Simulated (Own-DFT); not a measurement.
# Strain and stress in 4H SiC, 72 atoms (C36Si36)

Calculated results; nothing here was measured. The program, named Own-DFT, is a retired in-house plane-wave density functional code that no person has reviewed. Each row is one single-point run on a periodic cell that was not relaxed, without spin or spin-orbit coupling.

Settings of every run: PBE; PseudoDojo norm-conserving scalar-relativistic files; cutoff 42 hartree; 4 x 4 x 3 k mesh centred on Gamma; Fermi-Dirac smearing of 0.1 eV.

Known limits: forces on such cells passed a denser k mesh, each cell not checked; stress not checked against mesh or cutoff.

Unstrained cell vectors in Å: (9.248, 0.000, 0.000); (-4.624, 8.009, 0.000); (0.000, 0.000, 10.068). The unstrained cell has measured lattice constants (interpolated for alloys), not those of this functional. That, the random moves and any unrelaxed bonds set the pressure at no strain. Each run strains this cell uniformly, with the atoms carried along. Every atom was also moved at random, by a Gaussian of width 0.05 Å on each axis. Strain is the symmetric tensor, in per cent. Stress is positive in tension, and the pressure is minus a third of its trace.

```
run,e_xx (%),e_yy (%),e_zz (%),e_yz (%),e_xz (%),e_xy (%),s_xx (GPa),s_yy (GPa),s_zz (GPa),s_yz (GPa),s_xz (GPa),s_xy (GPa),P (GPa),E (meV/atom)
1,-0.20,-0.22,-1.30,0.01,-1.52,0.26,-7.49,-6.08,-13.52,0.79,-5.36,1.97,9.03,0.0
2,0.78,0.49,1.19,-0.05,-1.21,-1.90,-0.38,-2.70,2.73,-0.13,-3.20,-7.84,0.12,8.9
3,-1.61,-0.73,-0.44,-0.76,-1.57,-1.00,-15.90,-14.14,-9.00,-3.00,-7.26,-5.34,13.01,47.1
4,-1.92,1.39,-1.98,-1.39,1.51,-1.31,-16.97,-0.14,-20.06,-4.32,4.95,-7.82,12.39,65.1
5,0.20,-0.18,-0.87,-0.57,0.46,1.70,-4.73,-5.86,-11.89,-2.25,2.54,7.07,7.49,16.8
6,1.37,-0.41,0.59,-1.15,0.58,0.53,1.34,-5.46,-2.78,-3.64,2.31,1.76,2.30,15.2
7,-1.41,0.33,-1.27,-1.08,0.91,-1.13,-12.83,-5.09,-15.91,-4.70,1.74,-5.69,11.28,36.3
8,-1.80,1.85,1.44,0.46,1.52,-1.77,-13.10,3.08,1.60,2.64,5.74,-7.71,2.80,37.2
9,1.46,-0.70,-0.65,-0.98,-1.28,-0.52,1.73,-6.75,-10.20,-3.28,-4.51,-2.15,5.08,6.6
10,-1.96,-0.59,-0.76,1.95,-0.19,1.99,-14.99,-10.01,-14.73,6.94,-1.30,8.82,13.24,31.4
11,-0.60,0.14,-1.72,-1.62,0.80,1.49,-8.89,-4.41,-19.31,-4.58,1.06,6.76,10.87,37.2
12,-0.67,-0.86,0.76,-1.65,-1.61,1.18,-8.43,-13.04,-1.55,-6.03,-5.78,6.32,7.68,28.4
13,0.25,-0.64,-1.92,0.08,-0.90,0.83,-6.10,-9.25,-18.20,0.84,-3.39,4.48,11.18,32.1
14,0.22,0.10,-0.06,-1.81,0.39,-1.45,-3.54,-3.59,-6.57,-5.61,0.59,-8.02,4.57,4.2
15,1.52,-1.70,-1.25,1.01,1.98,1.93,-0.15,-14.61,-14.13,4.44,6.65,8.46,9.63,46.1
16,-0.38,-0.12,0.82,1.71,0.32,0.23,-8.77,-5.24,-0.59,5.47,0.77,1.63,4.87,11.7
17,-0.40,-1.93,1.65,1.64,1.32,1.02,?,?,?,?,?,?,?,?
```

E is the free energy for each atom above the lowest run shown.

## Worked fit

Each stress component was fitted by least squares to a constant and the strains of the runs shown, as fractions, with shears doubled. Shear strains stay in the fit of a normal stress only where such slopes are resolved. The slopes, in GPa:

```
stress,at no strain,per e_xx,per e_yy,per e_zz,scatter
s_xx,-5.6,516 ± 25,53 ± 35,56 ± 23,0.97
s_yy,-5.4,153 ± 31,632 ± 44,-21 ± 29,1.21
s_zz,-6.4,67 ± 27,12 ± 39,657 ± 26,1.07
```

Each shear stress against twice its own strain: yz 176 ± 8, xz 164 ± 8, xy 242 ± 10 GPa. These are stiffnesses along x, y and z of the frame in which the cell vectors are given, which need not be the crystal's axes. The atoms are held to the strained lattice; where symmetry lets them move under strain, relaxing them would lower some slopes. The table should be nearly symmetric about its diagonal, and what it lacks of that shows the noise. A ninth of its sum, 236 ± 7 GPa, estimates the bulk modulus near the mean pressure of these runs, 7.8 GPa, so it lies above the value at zero pressure.

## Withheld run

Question: what normal stresses and pressure should run 17 give?

The fit gives s_xx = -7.8, s_yy = -18.5, s_zz = 4.0 and P = 7.4 GPa. The calculation gave -7.49, -16.31, 1.49 and P = 7.44 GPa.
